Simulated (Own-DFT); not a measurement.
# Point defects and the pressure they add: zincblende GaAs

Everything here is calculated. The program is Own-DFT (plane waves, in-house, since retired, never reviewed by a person); positions were held fixed, and spin and spin-orbit coupling were off.

All runs used: PBE; PseudoDojo norm-conserving scalar-relativistic files; cutoff 42 hartree; 3 x 3 x 3 k mesh centred on Gamma; Fermi-Dirac smearing of 0.1 eV.

Keep in mind (not all hold for every row): not probed for a lower state with spin; forces not confirmed at this smearing and k mesh; stress not checked against mesh or cutoff.

All runs share one cell, with vectors in Å (11.737, 0.000, 0.000); (0.000, 11.737, 0.000); (0.000, 0.000, 10.833) and a volume of 1492.4 Å³, strained against the parent crystal. Atoms were moved at random from their sites; u is the rms move along one axis. The defect's site can differ from row to row.

| cell | formula | u (Å) | P (GPa) |
|---|---|---|---|
| no defect | As32Ga32 | 0.0309 | 1.29 |
| no defect | As32Ga32 | 0.0476 | 1.53 |
| no defect | As32Ga32 | 0.0514 | 1.57 |
| one Al on a Ga site | AlAs32Ga31 | 0.0288 | 1.19 |
| one Al on a Ga site | AlAs32Ga31 | 0.0311 | 1.26 |
| one Al on a Ga site | AlAs32Ga31 | 0.0488 | ? |
| one Al on a Ga site | AlAs32Ga31 | 0.0500 | 1.55 |
| one As vacancy and one Ga vacancy | As31Ga31 | 0.0321 | 0.88 |
| one As vacancy and one Ga vacancy | As31Ga31 | 0.0494 | 1.11 |
| one As vacancy and one Ga vacancy | As31Ga31 | 0.0520 | 1.32 |

## Analysis

P = P0 + c u² + a shift for each defect gives P0 = 1.06 GPa, c = 204 ± 26 GPa/Å² and a scatter of 0.06 GPa. The shifts, and each times the cell's volume:

- one Al on a Ga site: -0.02 ± 0.05 GPa, -0.2 eV (not resolved)
- one As vacancy and one Ga vacancy: -0.38 ± 0.05 GPa, -3.6 eV

A positive shift means that the defect pushes the cell outwards. Shift times volume (160.2 GPa Å³ is 1 eV) depends little on the cell's size, so, taken for each site, it can be compared between cells at like pressure. The atoms around the defects weren't relaxed, which would change these numbers.

## Withheld run

Question: what pressure belongs in the blank (one Al on a Ga site, u = 0.0488 Å)?

The fit gives 1.53 ± 0.07 GPa. The calculation gave 1.48 GPa.
